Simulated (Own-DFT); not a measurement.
## Calculated data, GaAs (zincblende with one plane slipped along a stacking-fault path, atoms displaced), GaP (zincblende, strained, atoms displaced)

All values are calculated (Own-DFT development build). A calculation, not a measurement: plane-wave PBE density functional theory by an unreviewed code, no spin, of a simulated periodic cell, stress positive in tension, free energy of the whole cell less one offset for each atom, forces on such cells passed a denser k mesh, this cell's mesh not checked; offsets are fitted by least squares, one for each functional and potential file, so energies compare only between cells with the same atoms and settings and are not formation energies; the far tail of each file's local potential was reset to the Coulomb form; each entry is a single point on an unrelaxed cell, so the pressure reflects the starting lattice, mostly measured values (interpolated for alloys), from which strain is counted, and rises with the displacements; printed positions are rounded, which can move forces by about a meV/angstrom; the program, named Own-DFT, is a retired in-house code; no spin-orbit coupling.

Common to all runs: functional PBE; potential files PseudoDojo norm-conserving, scalar-relativistic, standard set; wave cutoff 42 hartree; occupations Fermi-Dirac; smearing width 0.1 eV.

(1) GaAs (zincblende with one plane slipped along a stacking-fault path, atoms displaced)

```
GaAs
1.0
      5.6533    -5.6533     0.0000
      0.0000     5.6533    -5.6533
     12.2488    12.2488     9.4222
Ga As Ga As Ga As Ga As Ga As Ga As Ga As Ga As Ga As Ga As Ga As Ga As Ga As Ga As Ga As Ga As Ga As Ga As Ga As Ga As Ga As Ga As Ga As Ga As
1 1 1 1 1 1 1 1 1 1 1 1 1 1 1 1 1 1 1 1 1 1 1 1 1 1 1 1 1 1 1 1 1 1 1 1 1 1 1 1 1 1 1 1 1 1 1 1
Direct
  0.00516 0.01623 0.99785
  0.97016 0.94677 0.12888
  0.14711 0.28575 0.16673
  0.11332 0.23503 0.28963
  0.27944 0.05996 0.33234
  0.26272 0.00931 0.45816
  0.07975 0.16679 0.50189
  0.05842 0.12087 0.62619
  0.21930 0.46107 0.66690
  0.20148 0.41065 0.79240
  0.35318 0.21777 0.83484
  0.32542 0.14350 0.95732
  0.98932 0.49281 0.00480
  0.99164 0.46636 0.12475
  0.14475 0.77371 0.16428
  0.11182 0.74524 0.29119
  0.27338 0.56366 0.33127
  0.27727 0.52707 0.45812
  0.08883 0.67205 0.50033
  0.05405 0.62062 0.62884
  0.19896 0.92898 0.66646
  0.20137 0.89867 0.79241
  0.34594 0.71892 0.83585
  0.35490 0.68429 0.95591
  0.50298 0.00354 0.00051
  0.47394 0.95775 0.12805
  0.63689 0.28370 0.16569
  0.60969 0.23372 0.28959
  0.77981 0.04765 0.33316
  0.75186 0.01822 0.45794
  0.57827 0.16645 0.49879
  0.57066 0.13084 0.62712
  0.72196 0.44328 0.66791
  0.70237 0.42264 0.79331
  0.86739 0.23514 0.83749
  0.84161 0.17986 0.96144
  0.49859 0.49944 0.00139
  0.49009 0.47485 0.12861
  0.63261 0.77289 0.17268
  0.62853 0.75249 0.29005
  0.77510 0.53816 0.33760
  0.75442 0.52830 0.45782
  0.57225 0.66661 0.50451
  0.57132 0.60937 0.63020
  0.72154 0.93411 0.67240
  0.69796 0.91788 0.78764
  0.85945 0.73185 0.83374
  0.83845 0.66420 0.96493
```

* k mesh: 4 x 4 x 2 centred on Gamma
* free energy of cell above offsets: -16.922 eV
* pressure: 4.17 GPa
* stress xx: -4.66 GPa
* stress yy: -4.13 GPa
* stress zz: -3.72 GPa
* stress yz: 0.21 GPa
* stress xz: -0.55 GPa
* stress xy: -0.15 GPa

Force:
```
element  x (eV/Å)  y (eV/Å)  z (eV/Å)
     Ga     0.173     0.012      2.22
     As      0.09    -0.263    -1.182
     Ga    -0.367     -0.56     0.516
     As     0.744     0.424    -0.211
     Ga     -0.15     0.414     0.123
     As    -0.618     0.907    -0.521
     Ga    -0.012    -0.486    -0.378
     As     0.177     0.664    -0.451
     Ga     0.619    -1.216     1.052
     As    -0.057    -0.363     0.435
     Ga     0.017     -0.37    -0.589
     As     0.644     1.109    -1.803
     Ga     0.759    -1.328    -0.599
     As    -0.431     0.281     1.157
     Ga    -0.046     1.305    -0.043
     As    -0.195    -0.576     0.394
     Ga     0.271     -0.34    -0.156
     As    -1.896     0.563     0.895
     Ga    -0.256    -0.215     0.636
     As    -0.797    -0.625    -0.766
     Ga     1.509    -0.059    -0.872
     As    -0.632     0.563    -0.576
     Ga      0.62    -0.897    -0.499
     As    -0.223     1.181     0.765
     Ga     0.526    -0.453     1.166
     As     0.379    -0.791    -0.738
     Ga     0.373    -0.349    -0.062
     As     0.718    -0.564     0.215
     Ga     0.152      1.06    -0.863
     As     0.387    -0.322     0.244
     Ga      0.95     0.471    -0.444
     As    -0.954    -0.307     0.896
     Ga     0.764    -0.353     1.358
     As     -0.28     -0.62     1.048
     Ga    -0.867     0.018    -0.336
     As    -0.452     0.291    -0.504
     Ga    -0.175    -0.604      0.72
     As    -1.184    -0.663     0.464
     Ga    -0.086    -0.034    -1.395
     As    -0.125    -0.113     2.324
     Ga    -0.589     0.197    -1.145
     As      0.65    -0.067     0.916
     Ga     1.495    -0.266    -0.539
     As    -1.431     1.572    -1.379
     Ga    -1.193    -0.937    -1.235
     As     1.398     1.368     1.538
     Ga     0.423     0.748    -0.062
     As    -0.822     0.593    -1.735
```

(2) GaP (zincblende, strained, atoms displaced)

```
GaP
1.0
     10.8620     0.0000     0.0000
      0.0000    10.8620     0.0000
      0.0000     0.0000    10.9439
Ga P Ga P Ga P Ga P Ga P Ga P Ga P Ga P
4 4 4 4 4 4 4 4 4 4 4 4 4 4 4 4
Direct
  0.00064 0.00210 0.00037
  0.99363 0.24403 0.25040
  0.25365 0.99975 0.25559
  0.25513 0.24209 0.01359
  0.13219 0.12657 0.13118
  0.13661 0.37948 0.36553
  0.37721 0.12094 0.37518
  0.37955 0.36925 0.13475
  0.99653 0.99814 0.49288
  0.99980 0.25192 0.74857
  0.25872 0.99795 0.74756
  0.25386 0.25733 0.49792
  0.11852 0.12603 0.62541
  0.11537 0.37225 0.88288
  0.37078 0.12780 0.87729
  0.36099 0.37766 0.62366
  0.00472 0.51387 0.99678
  0.99895 0.75902 0.25425
  0.25644 0.50378 0.26195
  0.25350 0.75203 0.99900
  0.12361 0.62093 0.12214
  0.12624 0.86003 0.37467
  0.36274 0.63674 0.37588
  0.37465 0.86956 0.12728
  0.99777 0.49983 0.49685
  0.99666 0.74499 0.75090
  0.25900 0.49504 0.74167
  0.25871 0.76814 0.49898
  0.14085 0.62346 0.61426
  0.12295 0.86403 0.87329
  0.38186 0.63407 0.86882
  0.37570 0.86576 0.62261
  0.50200 0.99727 0.00355
  0.50007 0.25198 0.25103
  0.76135 0.99637 0.24264
  0.74051 0.25657 0.99073
  0.61798 0.12707 0.13235
  0.62533 0.37950 0.38507
  0.86010 0.11851 0.36253
  0.86578 0.37146 0.12021
  0.49402 0.01212 0.49699
  0.49454 0.25173 0.74250
  0.75430 0.99637 0.75678
  0.73949 0.24258 0.49979
  0.61421 0.12481 0.61562
  0.61416 0.38688 0.87432
  0.88495 0.13793 0.88658
  0.86377 0.38554 0.62650
  0.48554 0.49912 0.00372
  0.49590 0.74881 0.24048
  0.74570 0.49550 0.25399
  0.75944 0.75975 0.00663
  0.62191 0.61545 0.12833
  0.62422 0.87375 0.37151
  0.87364 0.62048 0.38167
  0.88610 0.86833 0.12455
  0.49420 0.49381 0.49792
  0.50110 0.74797 0.73788
  0.75956 0.50498 0.74652
  0.75831 0.75127 0.47870
  0.63080 0.61724 0.62258
  0.62063 0.88943 0.88002
  0.87860 0.62259 0.87705
  0.87204 0.87873 0.62413
```

* hardware: one NVIDIA H100
* k mesh: 3 x 3 x 3 centred on Gamma
* free energy of cell above offsets: -29.950 eV
* pressure: 4.19 GPa
* stress xx: -4.3 GPa
* stress yy: -4.26 GPa
* stress zz: -4.02 GPa
* stress yz: -0.88 GPa
* stress xz: -0.76 GPa
* stress xy: 0.48 GPa
* wall time: 574.4 s

Force:
```
element  x (eV/Å)  y (eV/Å)  z (eV/Å)
     Ga      1.11    -0.229    -0.035
     Ga     0.349     0.889    -0.349
     Ga    -0.526    -0.685    -0.321
     Ga     -0.43     1.218    -1.038
      P    -1.077    -1.121     0.314
      P    -2.384    -1.337     1.135
      P    -0.896     1.442    -0.382
      P    -1.093      1.06    -0.492
     Ga     0.113     0.211     0.124
     Ga    -0.309     0.664    -0.166
     Ga    -1.212    -0.129     0.298
     Ga    -1.181    -1.273     -0.36
      P     0.869    -0.241    -0.761
      P     1.755     0.226    -0.436
      P     0.757    -0.426    -0.192
      P     2.574      -1.2    -0.792
     Ga    -0.619    -1.841     0.468
     Ga     0.144    -2.638    -0.275
     Ga    -0.192      0.36    -2.047
     Ga    -0.492    -0.637    -0.036
      P     1.041     1.024     1.264
      P    -0.024     2.663     0.183
      P     2.155    -0.452     0.137
      P    -0.394     1.161    -0.575
     Ga     1.261    -0.353      0.53
     Ga     0.647    -0.147    -1.145
     Ga    -2.024     1.591      2.44
     Ga    -1.388    -2.049     -0.11
      P    -1.398     0.356     0.637
      P     0.268     1.492    -0.008
      P    -0.824    -0.975     0.452
      P     1.168     2.632     0.549
     Ga     -1.11     1.147     0.731
     Ga     0.778    -0.167     1.207
     Ga    -2.242    -1.101    -0.964
     Ga     -0.57    -0.243     0.664
      P     1.168    -0.491    -1.031
      P    -0.447    -0.895    -1.059
      P     1.857     1.341     2.197
      P     0.853     0.749     0.429
     Ga      0.55    -2.449     0.142
     Ga     0.044     0.357     0.592
     Ga     0.027     1.328    -0.144
     Ga     0.853     0.686    -0.055
      P     1.067    -0.116     2.059
      P     0.514    -0.662    -0.879
      P    -1.271    -0.995    -1.037
      P     1.698    -2.481    -1.271
     Ga     0.612     0.406     -0.23
     Ga     0.812    -0.618     1.128
     Ga     0.502     0.023    -0.261
     Ga    -1.636    -1.386    -0.995
      P     0.316     0.944    -0.592
      P    -0.328     0.558    -0.515
      P     0.867    -0.176    -2.182
      P    -0.278     1.553     0.022
     Ga    -0.442     1.281     0.498
     Ga      1.48    -0.182     0.739
     Ga    -1.702     0.484     1.549
     Ga    -1.399     0.657     2.308
      P    -0.368     1.107     -0.77
      P     0.894    -2.108    -0.843
      P    -1.015     1.013    -0.195
      P     0.166    -0.819    -0.253
```

(3) GaP (zincblende, strained, atoms displaced)

```
GaP
1.0
     10.8620     0.0000     0.0000
      0.0000    10.8620     0.0000
      0.0000     0.0000    10.9439
Ga P Ga P Ga P Ga P Ga P Ga P Ga P Ga P
4 4 4 4 4 4 4 4 4 4 4 4 4 4 4 4
Direct
  0.99394 0.98758 0.00905
  0.00549 0.24888 0.25644
  0.23909 0.98819 0.24602
  0.24978 0.24970 0.99398
  0.13212 0.12164 0.11797
  0.12464 0.37630 0.37732
  0.36730 0.11989 0.36635
  0.37640 0.37987 0.11857
  0.00102 0.00114 0.49553
  0.99508 0.25398 0.75522
  0.24806 0.00457 0.74263
  0.25226 0.25320 0.49641
  0.11856 0.12778 0.62354
  0.13264 0.38804 0.88460
  0.38273 0.13096 0.87488
  0.36463 0.38301 0.63022
  0.99189 0.50275 0.99681
  0.00329 0.74888 0.24287
  0.24236 0.50659 0.23855
  0.24949 0.76345 0.01035
  0.12733 0.63016 0.11139
  0.13426 0.87101 0.37362
  0.36612 0.62402 0.37075
  0.37031 0.87870 0.12960
  0.00501 0.50036 0.50303
  0.98576 0.74805 0.74463
  0.24756 0.50848 0.74533
  0.25473 0.75335 0.49422
  0.13035 0.62421 0.62778
  0.12031 0.88319 0.85949
  0.37796 0.62506 0.87627
  0.37624 0.86966 0.63385
  0.51113 0.99761 0.99323
  0.50217 0.24716 0.25741
  0.75296 0.00676 0.24962
  0.74925 0.24294 0.98814
  0.62848 0.12325 0.11132
  0.62776 0.37448 0.37485
  0.86845 0.11572 0.37632
  0.88468 0.38393 0.12829
  0.50597 0.99842 0.49287
  0.49637 0.25422 0.74758
  0.75192 0.99811 0.74385
  0.75058 0.25863 0.49983
  0.63396 0.12763 0.61825
  0.61312 0.36830 0.87531
  0.86921 0.11924 0.87541
  0.85485 0.36466 0.63534
  0.50013 0.49277 0.99449
  0.49764 0.75511 0.25243
  0.74198 0.49369 0.23929
  0.76558 0.74769 0.99639
  0.62992 0.63036 0.12654
  0.62329 0.86152 0.37499
  0.87380 0.61517 0.36996
  0.88787 0.88128 0.13084
  0.51024 0.49750 0.50668
  0.49235 0.74555 0.75724
  0.73970 0.48510 0.74621
  0.76223 0.75052 0.50879
  0.63311 0.63302 0.62707
  0.62423 0.86802 0.86970
  0.86731 0.61257 0.88621
  0.87140 0.88591 0.62018
```

- hardware: one NVIDIA H100
- k mesh: 3 x 3 x 3 centred on Gamma
- free energy of cell above offsets: -30.932 eV
- pressure: 3.99 GPa
- stress xx: -4.07 GPa
- stress yy: -4.24 GPa
- stress zz: -3.67 GPa
- stress yz: 0.05 GPa
- stress xz: 0.17 GPa
- stress xy: 0.25 GPa
- wall time: 571.2 s

Force:
```
element  x (eV/Å)  y (eV/Å)  z (eV/Å)
     Ga     1.946     2.195    -2.486
     Ga    -0.333    -0.548     -0.62
     Ga     0.681      1.59    -0.225
     Ga     0.629     0.125     0.468
      P    -1.117     0.203     0.445
      P      0.34     0.188    -0.413
      P     0.443    -0.067     0.712
      P    -0.337    -0.866      1.17
     Ga     0.571    -0.247    -0.123
     Ga     0.517    -0.121     0.482
     Ga     0.574     0.406     0.368
     Ga    -0.085    -0.373     0.238
      P     0.358     0.604    -0.263
      P    -1.023    -0.797    -1.255
      P    -0.779    -1.087    -0.366
      P     1.368    -0.841    -0.941
     Ga     1.669     -0.34      0.79
     Ga     0.297    -0.802     1.007
     Ga     0.408    -0.586     0.398
     Ga    -0.082    -0.297    -2.257
      P    -0.974    -0.251     0.562
      P    -2.052     -0.11      0.52
      P     1.244    -0.485     0.185
      P     1.748     0.376    -0.588
     Ga     -0.87    -0.193     0.293
     Ga      0.63    -0.277     0.489
     Ga     0.406    -0.144     1.629
     Ga      0.31    -0.476     1.144
      P    -1.441     1.276    -0.981
      P    -0.281    -0.948     1.489
      P    -1.042    -0.165     0.794
      P    -0.004     0.849    -1.301
     Ga    -1.191    -0.244     0.138
     Ga    -0.398    -0.028    -1.228
     Ga    -1.291    -1.251    -0.667
     Ga     0.283     1.309     0.807
      P    -0.089     0.331     1.882
      P    -0.328     0.031    -0.148
      P     0.967     1.876     0.342
      P    -0.907     -1.86    -0.223
     Ga    -0.529    -0.019     0.523
     Ga    -0.055    -0.595    -1.012
     Ga    -1.024     0.487     0.756
     Ga    -0.184    -1.407     -0.98
      P    -1.402    -0.089      0.33
      P     1.328     0.165    -0.146
      P     1.209    -0.427    -0.113
      P      3.07     0.796    -0.745
     Ga     0.166     1.463     0.683
     Ga    -0.552     -1.15    -0.529
     Ga     0.498     0.462     0.582
     Ga     -1.37      1.15     1.208
      P     -0.84     0.016    -0.822
      P     1.261     1.332     0.257
      P     0.273     0.751     0.377
      P    -2.539    -1.592     0.928
     Ga    -0.997     0.702    -0.296
     Ga     0.901    -0.039    -0.681
     Ga    -0.816     1.619     1.304
     Ga    -0.432    -0.571    -1.589
      P    -0.766    -0.717     0.451
      P     1.048     0.138     0.216
      P    -0.116     0.459    -3.076
      P     1.102    -0.889     0.109
```
